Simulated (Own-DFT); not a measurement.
# What a defect does to the pressure of its cell: C40 NbSi2

No measurement is shown. These are fixed-geometry runs of a retired plane-wave code named Own-DFT, which no person has reviewed; spin and spin-orbit coupling are neglected.

All runs used: PBEsol; PseudoDojo norm-conserving scalar-relativistic files, made for PBE; cutoff 42 hartree; 4 x 4 x 5 k mesh centred on Gamma; cold (Marzari-Vanderbilt) smearing of 0.2 eV.

Keep in mind: forces on such cells failed a check on a denser k mesh; stress not checked against mesh or cutoff.

All runs share one cell, with vectors in Å (0.000, 8.324, 0.000); (-9.613, 0.000, 0.000); (0.000, 0.000, 6.586) and a volume of 527.0 Å³. u is the rms random offset of the atoms per axis. The defect's site can differ from row to row.

| cell | formula | u (Å) | P (GPa) |
|---|---|---|---|
| no defect | Nb12Si24 | 0.0197 | -2.17 |
| no defect | Nb12Si24 | 0.0223 | -2.11 |
| no defect | Nb12Si24 | 0.0532 | -0.90 |
| two Nb on a Si site each | Nb14Si22 | 0.0278 | 3.31 |
| two Nb on a Si site each | Nb14Si22 | 0.0531 | 4.57 |
| two Nb on a Si site each | Nb14Si22 | 0.0547 | 4.76 |
| two Si on a Nb site each | Nb10Si26 | 0.0272 | -1.81 |
| two Si on a Nb site each | Nb10Si26 | 0.0338 | -1.60 |
| two Si on a Nb site each | Nb10Si26 | 0.0521 | -0.89 |
| two Nb vacancies | Nb10Si24 | 0.0314 | -3.32 |
| two Nb vacancies | Nb10Si24 | 0.0335 | -2.95 |
| two Nb vacancies | Nb10Si24 | 0.0492 | -2.55 |
| two Nb vacancies | Nb10Si24 | 0.0501 | ? |
| one Si vacancy | Nb12Si23 | 0.0298 | -2.65 |
| one Si vacancy | Nb12Si23 | 0.0298 | -2.45 |
| one Si vacancy | Nb12Si23 | 0.0490 | -1.87 |

## Working it out

P = P0 + c u² + a shift for each defect gives P0 = -2.37 GPa, c = 521 ± 36 GPa/Å² and a scatter of 0.12 GPa. The shifts, and each times the cell's volume:

- two Nb on a Si site each: 5.44 ± 0.11 GPa, 17.9 eV (8.9 eV for each of its 2 sites)
- two Si on a Nb site each: 0.14 ± 0.10 GPa, 0.5 eV (0.2 eV for each of its 2 sites) (not resolved)
- one Si vacancy: -0.68 ± 0.10 GPa, -2.2 eV
- two Nb vacancies: -1.35 ± 0.10 GPa, -4.5 eV (-2.2 eV for each of its 2 sites)

Positive is outwards. The product with the volume (160.2 GPa Å³ to the eV) is nearly free of the cell's size; divided by the bulk modulus at the cell's pressure it gives the volume that the defect adds. The atoms around the defects weren't relaxed, which would change these numbers.

## Check

The question: what pressure belongs in the blank (two Nb vacancies, u = 0.0501 Å)?

The fit gives -2.42 ± 0.15 GPa. Computed: -2.46 GPa.
